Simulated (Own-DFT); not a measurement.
# One host, several defects: zincblende GaAs

Source: density functional calculations with Own-DFT, an unreviewed in-house program that is no longer used. Nothing was measured or relaxed, and spin and spin-orbit coupling are left out.

Settings: PBE; PseudoDojo norm-conserving scalar-relativistic files; cutoff 42 hartree; 3 x 3 x 3 k mesh centred on Gamma; Fermi-Dirac smearing of 0.1 eV.

Limits (not all hold for every row): not probed for a lower state with spin; forces on such cells failed a check on a denser k mesh; forces not confirmed at this smearing and k mesh; forces on such cells passed a denser k mesh, each cell not checked; stress not checked against mesh or cutoff.

All runs share one cell, with vectors in Å (11.307, 0.000, 0.000); (0.000, 11.307, 0.000); (0.000, 0.000, 11.307) and a volume of 1445.4 Å³. Atoms were moved at random from their sites; u is the rms move along one axis. The defect's site can differ from row to row.

```
                                        cell     formula   u (Å)  P (GPa)
                                   no defect    As32Ga32  0.0197     3.53
                                   no defect    As32Ga32  0.0211     3.53
                                   no defect    As32Ga32  0.0477     3.92
                         one Al on a Ga site  AlAs32Ga31  0.0446     3.90
                         one Al on a Ga site  AlAs32Ga31  0.0495     3.95
                         one Al on a Ga site  AlAs32Ga31  0.0515     3.93
one As on a Ga site and one Ga on an As site    As32Ga32  0.0301     3.92
one As on a Ga site and one Ga on an As site    As32Ga32  0.0484     4.18
one As on a Ga site and one Ga on an As site    As32Ga32  0.0545     4.49
                            two As vacancies    As30Ga32  0.0279     3.23
                            two As vacancies    As30Ga32  0.0306     3.15
                            two As vacancies    As30Ga32  0.0503     3.62
                            two As vacancies    As30Ga32  0.0511        ?
                         one In on a Ga site  As32Ga31In  0.0297     4.30
                         one In on a Ga site  As32Ga31In  0.0300     4.34
                         one In on a Ga site  As32Ga31In  0.0530     4.74
```

## Analysis

P = P0 + c u² + a shift for each defect gives P0 = 3.42 GPa, c = 229 ± 19 GPa/Å² and a scatter of 0.06 GPa. The shifts, and each times the cell's volume:

- one In on a Ga site: 0.69 ± 0.05 GPa, 6.2 eV
- one As on a Ga site and one Ga on an As site: 0.30 ± 0.05 GPa, 2.7 eV
- one Al on a Ga site: -0.04 ± 0.05 GPa, -0.4 eV (not resolved)
- two As vacancies: -0.41 ± 0.05 GPa, -3.7 eV (-1.9 eV for each of its 2 sites)

A positive shift means that the defect pushes the cell outwards. Shift times volume (160.2 GPa Å³ is 1 eV) depends little on the cell's size, so, taken for each site, it can be compared between cells at like pressure. The atoms around the defects weren't relaxed, which would change these numbers.

## Test on the hidden row

Question: what pressure belongs in the blank (two As vacancies, u = 0.0511 Å)?

From the fit: 3.61 ± 0.07 GPa. The calculation gave 3.45 GPa.
